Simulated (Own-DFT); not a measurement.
# Energy and forces against displacement in 2H SiC, 32 atoms (C16Si16)

All numbers below are calculated, not measured. The program, named Own-DFT, is a retired in-house plane-wave density functional code that no person has reviewed. Each row is one single-point run on a periodic cell that was not relaxed, without spin or spin-orbit coupling.

Settings of every run: PBE; PseudoDojo norm-conserving scalar-relativistic files; cutoff 42 hartree; 5 x 5 x 3 k mesh centred on Gamma; Fermi-Dirac smearing of 0.1 eV.

Known limits: forces on such cells passed a denser k mesh, each cell not checked; stress not checked against mesh or cutoff.

Cell vectors in Å: (6.165, 0.000, 0.000); (-3.083, 5.339, 0.000); (0.000, 0.000, 10.068). In each run every atom was moved at random and independently from its ideal site; u is the rms move along one axis. E is the free energy for each atom above the fitted value at u = 0, and F the rms of the force components.

| run | u (Å) | E (meV/atom) | F (eV/Å) | largest force (eV/Å) | P (GPa) |
|---|---|---|---|---|---|
| 1 | 0.0289 | 31.8 | 0.807 | 2.56 | 3.83 |
| 2 | 0.0300 | 33.3 | 0.857 | 2.84 | 3.84 |
| 3 | 0.0611 | ? | ? | ? | ? |
| 4 | 0.0674 | 176.6 | 2.017 | 6.41 | 7.33 |
| 5 | 0.0946 | 324.3 | 2.649 | 7.68 | 11.07 |
| 6 | 0.0949 | 347.2 | 3.021 | 7.99 | 11.52 |
| 7 | 0.1159 | 382.9 | 2.879 | 13.32 | 11.18 |

## Worked fit

For small independent moves the energy grows as E = (3/2) K u², with K the mean stiffness felt by one atom. The runs with u up to 0.11 Å give K = 25.2 ± 0.5 eV/Å², with residuals divided by u² + 0.0006 Å², since the noise grows with the moves. The scatter is 3.5 meV/atom at u = 0.05 Å. The forces follow F = G u with G = 29.3 eV/Å²; no force at u = 0 is resolved. G exceeds K because the moves of its neighbours add to the force on an atom, and stiffness differs between atoms. The pressure follows P = 3.06 + 919 u² GPa: at fixed volume, shortened bonds push harder than stretched ones pull.

## Withheld run

Question: what energy and rms force should run 3 give?

The fit gives 141 ± 6 meV/atom and about 1.79 eV/Å. The calculation gave 138.6 meV/atom and 1.788 eV/Å.
